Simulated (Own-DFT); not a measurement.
# Point defects and the pressure they add: zincblende GaAs

The numbers are computed, not measured, by runs of the plane-wave DFT program Own-DFT (in-house, retired, unreviewed) at fixed positions, with no spin and no spin-orbit coupling.

Settings: PBE; PseudoDojo norm-conserving scalar-relativistic files; cutoff 42 hartree; 3 x 3 x 3 k mesh centred on Gamma; Fermi-Dirac smearing of 0.1 eV.

Caveats (not all hold for every row): not probed for a lower state with spin; forces not confirmed at this smearing and k mesh; stress not checked against mesh or cutoff.

All runs share one cell, with vectors in Å (10.862, 0.000, 0.000); (0.000, 10.862, 0.000); (0.000, 0.000, 11.796) and a volume of 1391.7 Å³, strained against the parent crystal. The atoms are randomly displaced, by u rms on each axis. The defect's site can differ from row to row.

| cell | formula | u (Å) | P (GPa) |
|---|---|---|---|
| no defect | As32Ga32 | 0.0291 | 6.65 |
| no defect | As32Ga32 | 0.0489 | 6.90 |
| no defect | As32Ga32 | 0.0511 | 7.07 |
| one Al on a Ga site | AlAs32Ga31 | 0.0297 | 6.67 |
| one Al on a Ga site | AlAs32Ga31 | 0.0310 | 6.67 |
| one Al on a Ga site | AlAs32Ga31 | 0.0475 | 6.96 |
| one As vacancy and one Ga vacancy | As31Ga31 | 0.0299 | 5.92 |
| one As vacancy and one Ga vacancy | As31Ga31 | 0.0483 | 6.33 |
| one As vacancy and one Ga vacancy | As31Ga31 | 0.0515 | 6.32 |
| one In on a Ga site | As32Ga31In | 0.0287 | 7.40 |
| one In on a Ga site | As32Ga31In | 0.0312 | 7.43 |
| one In on a Ga site | As32Ga31In | 0.0322 | 7.53 |
| one P on an As site | As31Ga32P | 0.0263 | 6.36 |
| one P on an As site | As31Ga32P | 0.0304 | ? |
| one P on an As site | As31Ga32P | 0.0487 | 6.67 |
| one P on an As site | As31Ga32P | 0.0532 | 6.83 |

## Analysis

P = P0 + c u² + a shift for each defect gives P0 = 6.45 GPa, c = 220 ± 17 GPa/Å² and a scatter of 0.05 GPa. The shifts, and each times the cell's volume:

- one In on a Ga site: 0.80 ± 0.04 GPa, 6.9 eV
- one Al on a Ga site: 0.02 ± 0.04 GPa, 0.1 eV (not resolved)
- one P on an As site: -0.26 ± 0.04 GPa, -2.2 eV
- one As vacancy and one Ga vacancy: -0.69 ± 0.04 GPa, -6.0 eV

A positive shift means that the defect pushes the cell outwards. Shift times volume (160.2 GPa Å³ is 1 eV) depends little on the cell's size, so, taken for each site, it can be compared between cells at like pressure. The atoms around the defects weren't relaxed, which would change these numbers.

## Withheld run

Asked: what pressure belongs in the blank (one P on an As site, u = 0.0304 Å)?

The fitted form gives 6.39 ± 0.06 GPa. Computed: 6.40 GPa.
